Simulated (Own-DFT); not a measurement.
Simulation results for AlGa3N4 (wurtzite random alloy, strained, atoms displaced)

A calculation, not a measurement: plane-wave PBE density functional theory by an unreviewed code, no spin, of a simulated periodic cell, stress positive in tension, free energy of the whole cell less one offset for each atom, forces on such cells passed a denser k mesh, this cell's mesh not checked; offsets are fitted by least squares, one for each functional and potential file, so energies compare only between cells with the same atoms and settings and are not formation energies; the far tail of each file's local potential was reset to the Coulomb form; each entry is a single point on an unrelaxed cell, so the pressure reflects the starting lattice, mostly measured values, from which strain is counted, and rises with the displacements; printed positions are rounded, which can move forces by about a meV/angstrom; the program is a retired in-house code; no spin-orbit coupling. Program: Own-DFT development build.

```yaml
- formula: AlGa3N4
  kind: "wurtzite random alloy, strained, atoms displaced"
  structure:
    cell_angstrom:
      - [9.5092, 0.0, 0.0]
      - [-4.7546, 8.2353, -0.1235]
      - [0.0, -0.154, 10.2685]
    atoms_fractional:
      - [Ga, 0.12077, 0.22364, 0.00471]
      - [Ga, 0.23144, 0.12141, 0.24894]
      - ["N", 0.09439, 0.21126, 0.18867]
      - ["N", 0.21221, 0.10283, 0.4333]
      - [Al, 0.11621, 0.23146, 0.50079]
      - [Ga, 0.21837, 0.10472, 0.74483]
      - ["N", 0.1075, 0.22753, 0.68027]
      - ["N", 0.21686, 0.1107, 0.93594]
      - [Ga, 0.10876, 0.54152, 0.99737]
      - [Ga, 0.21599, 0.44421, 0.24622]
      - ["N", 0.10476, 0.5548, 0.18727]
      - ["N", 0.22122, 0.44827, 0.43845]
      - [Ga, 0.10599, 0.55011, 0.50804]
      - [Al, 0.22738, 0.45133, 0.74266]
      - ["N", 0.10912, 0.552, 0.68799]
      - ["N", 0.22471, 0.44394, 0.94467]
      - [Ga, 0.11049, 0.88332, 0.00387]
      - [Ga, 0.22216, 0.77889, 0.2527]
      - ["N", 0.1084, 0.89154, 0.19182]
      - ["N", 0.2277, 0.77574, 0.43904]
      - [Al, 0.10636, 0.8824, 0.49933]
      - [Al, 0.22504, 0.7779, 0.75302]
      - ["N", 0.11039, 0.8832, 0.69028]
      - ["N", 0.22814, 0.78341, 0.94294]
      - [Ga, 0.43553, 0.20748, 0.99691]
      - [Ga, 0.56402, 0.10332, 0.24644]
      - ["N", 0.44561, 0.21814, 0.18615]
      - ["N", 0.56792, 0.12022, 0.43924]
      - [Ga, 0.44362, 0.23207, 0.49507]
      - [Al, 0.55862, 0.12115, 0.7437]
      - ["N", 0.4401, 0.21822, 0.68622]
      - ["N", 0.55921, 0.11684, 0.93958]
      - [Al, 0.4531, 0.55871, 0.99431]
      - [Ga, 0.55574, 0.43945, 0.25127]
      - ["N", 0.44611, 0.55467, 0.18274]
      - ["N", 0.55706, 0.44726, 0.43893]
      - [Ga, 0.44034, 0.5456, 0.5065]
      - [Ga, 0.55385, 0.44026, 0.74872]
      - ["N", 0.43614, 0.5485, 0.69004]
      - ["N", 0.54614, 0.43782, 0.94718]
      - [Ga, 0.43765, 0.88996, 0.00273]
      - [Al, 0.54712, 0.77403, 0.24182]
      - ["N", 0.44756, 0.89655, 0.19493]
      - ["N", 0.55009, 0.78559, 0.44674]
      - [Ga, 0.44433, 0.88534, 0.50305]
      - [Ga, 0.55515, 0.77818, 0.75965]
      - ["N", 0.45044, 0.89359, 0.69197]
      - ["N", 0.55261, 0.77897, 0.93838]
      - [Ga, 0.78623, 0.23056, 0.99126]
      - [Al, 0.88294, 0.11027, 0.24508]
      - ["N", 0.76746, 0.21059, 0.17973]
      - ["N", 0.87834, 0.10975, 0.43732]
      - [Ga, 0.77871, 0.21588, 0.49843]
      - [Ga, 0.88542, 0.10766, 0.74919]
      - ["N", 0.77304, 0.2204, 0.6933]
      - ["N", 0.87995, 0.10881, 0.94283]
      - [Ga, 0.76848, 0.55195, 0.99854]
      - [Ga, 0.88002, 0.43656, 0.25856]
      - ["N", 0.78246, 0.55909, 0.18551]
      - ["N", 0.89654, 0.4438, 0.43635]
      - [Ga, 0.77797, 0.55683, 0.49141]
      - [Al, 0.89575, 0.44604, 0.75233]
      - ["N", 0.77086, 0.54235, 0.68599]
      - ["N", 0.89517, 0.45092, 0.93932]
      - [Ga, 0.77512, 0.88453, 0.99709]
      - [Ga, 0.87841, 0.77082, 0.24283]
      - ["N", 0.77512, 0.88664, 0.1964]
      - ["N", 0.88521, 0.77751, 0.43827]
      - [Ga, 0.78235, 0.89297, 0.50325]
      - [Ga, 0.89064, 0.77675, 0.75635]
      - ["N", 0.78271, 0.88852, 0.68986]
      - ["N", 0.89705, 0.78167, 0.93487]
  settings:
    functional: PBE
    potential_files: "PseudoDojo norm-conserving, scalar-relativistic, standard set with the stringent files for Ga"
    "wave_cutoff [hartree]": 96.0
    occupations: Gaussian
    "smearing_width [eV]": 0.01
    k_mesh: "4 x 4 x 3 centred on Gamma"
  results:
    "free_energy_of_cell_above_offsets [eV]": "-9.772"
    "pressure [GPa]": 6.72
    "stress_xx [GPa]": -8.02
    "stress_yy [GPa]": -5.16
    "stress_zz [GPa]": -6.96
    "stress_yz [GPa]": -3.84
    "stress_xz [GPa]": 0.65
    "stress_xy [GPa]": 0.05
    force_element: [Ga, Ga, "N", "N", Al, Ga, "N", "N", Ga, Ga, "N", "N", Ga, Al, "N", "N", Ga, Ga, "N", "N", Al, Al, "N", "N", Ga, Ga, "N", "N", Ga, Al, "N", "N", Al, Ga, "N", "N", Ga, Ga, "N", "N", Ga, Al, "N", "N", Ga, Ga, "N", "N", Ga, Al, "N", "N", Ga, Ga, "N", "N", Ga, Ga, "N", "N", Ga, Al, "N", "N", Ga, Ga, "N", "N", Ga, Ga, "N", "N"]
    "force_x [eV/angstrom]": [-1.858, -1.059, 0.992, -0.132, -0.702, -0.668, 0.721, 0.729, -0.425, 0.393, 0.159, 0.571, 0.678, -0.897, 0.198, 1.563, -0.074, -0.478, 0.348, -2.088, 0.447, 0.23, 0.657, -0.791, -0.059, -1.909, 0.272, -2.329, 0.881, 0.086, 0.226, 0.155, -1.585, -0.391, -0.392, -0.247, -0.69, -0.169, 0.763, 0.365, 1.546, 0.734, 0.249, 2.98, -1.175, 0.159, -1.225, 0.248, -1.295, -0.19, 2.011, 3.302, -0.882, 0.056, 0.37, 2.156, 1.104, 0.693, -0.386, -1.445, 0.765, -1.153, 1.035, -1.01, 0.197, 0.96, -1.524, 1.154, -1.137, -0.106, -0.445, -1.231]
    "force_y [eV/angstrom]": [-0.177, -1.278, 1.076, 0.785, -1.414, 0.959, 0.215, -1.092, 2.174, 0.09, -0.262, -1.379, 1.399, -1.703, 0.764, 0.15, 0.907, -0.044, -0.262, -0.009, 0.283, 0.513, -0.712, -1.787, 1.261, 2.156, 0.153, -0.903, -2.226, -1.319, -0.053, -0.829, -0.331, 0.67, 0.267, -0.049, 2.398, -0.005, 0.671, 0.249, 1.261, 0.302, -3.519, -2.372, 1.84, 0.5, -0.147, -1.173, -0.441, -0.65, 1.661, 0.192, 1.57, 0.817, 1.089, -0.265, 0.308, 0.232, -2.072, -0.382, 0.05, -0.651, 0.882, -0.186, 0.997, 1.841, 0.111, 0.018, -0.441, -0.635, -0.894, -1.151]
    "force_z [eV/angstrom]": [-0.556, -0.091, 0.534, 1.751, -1.441, 0.184, 0.952, -0.318, 1.155, 0.101, 0.164, 0.091, -1.735, 1.529, 2.208, -2.145, 0.305, -0.256, -0.172, 0.881, -0.387, -0.22, -1.008, -1.736, 0.45, 1.726, 0.329, -0.319, 0.165, 0.953, -0.023, -1.644, 0.991, -1.144, 0.091, -0.511, -1.318, 0.701, 0.878, -1.544, 0.241, 1.799, -1.341, -2.176, 0.446, -2.525, 0.94, 1.617, 0.853, 0.775, 0.596, -1.176, 1.434, 0.533, -0.075, -0.923, -0.113, -2.584, 0.391, 1.328, 1.38, -0.431, 0.437, -1.467, 1.0, 1.395, -1.208, -0.099, -0.713, -2.155, 0.599, 1.652]
```
